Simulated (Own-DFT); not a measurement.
# Shaking the atoms of grey tin, 64 atoms (Sn64)

All numbers below are calculated, not measured. The program, named Own-DFT, is a retired in-house plane-wave density functional code that no person has reviewed. Each row is one single-point run on a periodic cell that was not relaxed, without spin or spin-orbit coupling.

Settings of every run: PBE; PseudoDojo norm-conserving scalar-relativistic files; cutoff 42 hartree; 3 x 3 x 3 k mesh centred on Gamma; cold (Marzari-Vanderbilt) smearing of 0.2 eV.

Known limits: forces on such cells moved up to 12 meV/angstrom on a denser k mesh; stress not checked against mesh or cutoff.

Cell vectors in Å: (12.978, 0.000, 0.000); (0.000, 12.978, 0.000); (0.000, 0.000, 12.978). In each run every atom was moved at random and independently from its ideal site; u is the rms move along one axis. E is the free energy for each atom above the fitted value at u = 0, and F the rms of the force components.

| run | u (Å) | E (meV/atom) | F (eV/Å) | largest force (eV/Å) | P (GPa) |
|---|---|---|---|---|---|
| 1 | 0.0200 | 5.9 | 0.215 | 0.74 | 3.38 |
| 2 | 0.0208 | 6.1 | 0.221 | 0.74 | 3.38 |
| 3 | 0.0217 | 6.5 | 0.226 | 0.73 | 3.38 |
| 4 | 0.0488 | ? | ? | ? | ? |
| 5 | 0.0529 | 35.9 | 0.575 | 1.80 | 3.67 |
| 6 | 0.0930 | 127.4 | 1.196 | 6.01 | 4.57 |
| 7 | 0.0986 | 141.1 | 1.303 | 6.07 | 4.62 |
| 8 | 0.1044 | 147.8 | 1.268 | 4.37 | 4.75 |
| 9 | 0.1507 | 311.1 | 2.166 | 12.56 | 6.19 |

## Worked fit

For small independent moves the energy grows as E = (3/2) K u², with K the mean stiffness felt by one atom. The runs with u up to 0.11 Å give K = 9.3 ± 0.2 eV/Å², with residuals divided by u² + 0.0006 Å², since the noise grows with the moves. The scatter is 1.9 meV/atom at u = 0.05 Å. The forces follow F = G u with G = 11.6 eV/Å²; no force at u = 0 is resolved. G exceeds K because the moves of its neighbours add to the force on an atom, and stiffness differs between atoms. At u = 0.151 Å the parabola gives 318 meV/atom and the run 311. The pressure follows P = 3.32 + 135 u² GPa: at fixed volume, shortened bonds push harder than stretched ones pull.

## Withheld run

Question: what energy and rms force should run 4 give?

The fit gives 33 ± 2 meV/atom and about 0.57 eV/Å. The calculation gave 33.5 meV/atom and 0.550 eV/Å.
